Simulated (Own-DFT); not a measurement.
# Same atoms, different arrangement: In32P32, 64 atoms

These are calculations, not measurements. They come from Own-DFT, an in-house plane-wave density functional program, since retired, whose code no person has reviewed. Each row is one single-point run on a periodic cell that was not relaxed, without spin or spin-orbit coupling.

Settings of every run: PBE; PseudoDojo norm-conserving scalar-relativistic files; cutoff 36 hartree; 3 x 3 x 3 k mesh centred on Gamma; Fermi-Dirac smearing of 0.1 eV.

Known limits, some of them of some rows only: not probed for a lower state with spin; forces on such cells moved up to 12 meV/angstrom on a denser k mesh; stress not checked against mesh or cutoff.

All cells hold the same atoms in the same cell, with vectors in Å (11.737, 0.000, 0.000); (0.000, 11.737, 0.000); (0.000, 0.000, 11.737). Every atom was moved at random from its ideal site; u is the rms move along one axis. The defect's site can differ from row to row. E is the free energy of the cell above the lowest run. The arrangements:

- A: zincblende InP
- B: zincblende InP, with one In on a P site and one P on an In site, 2.5 Å apart

| arrangement | u (Å) | E (eV) | P (GPa) |
|---|---|---|---|
| A | 0.0193 | 0.049 | 3.20 |
| A | 0.0197 | 0.014 | 3.20 |
| A | 0.0198 | 0.000 | 3.19 |
| A | 0.0480 | 1.805 | 3.56 |
| A | 0.0497 | 1.942 | 3.55 |
| A | 0.0513 | 2.007 | 3.56 |
| B | 0.0287 | 4.337 | 3.60 |
| B | 0.0303 | 4.517 | 3.64 |
| B | 0.0312 | 4.624 | 3.66 |
| B | 0.0479 | 6.126 | 3.95 |
| B | 0.0513 | 6.328 | 4.01 |
| B | 0.0515 | 5.946 | 3.90 |

Question: once the cost of the random moves is taken out, how do the arrangements rank?

## Worked answer

Fit E = a + b u², with one b for all and one a for each arrangement, and with residuals divided by u², since the noise grows with the moves. Then b = 949 eV/Å², the scatter at u = 0.04 Å is 0.14 eV, and against A:

- B: 3.99 ± 0.06 eV (higher)

These are energies of unrelaxed cells. Relaxing the atoms lowers the strained arrangements most, so the gaps would shrink and small ones could change sign.
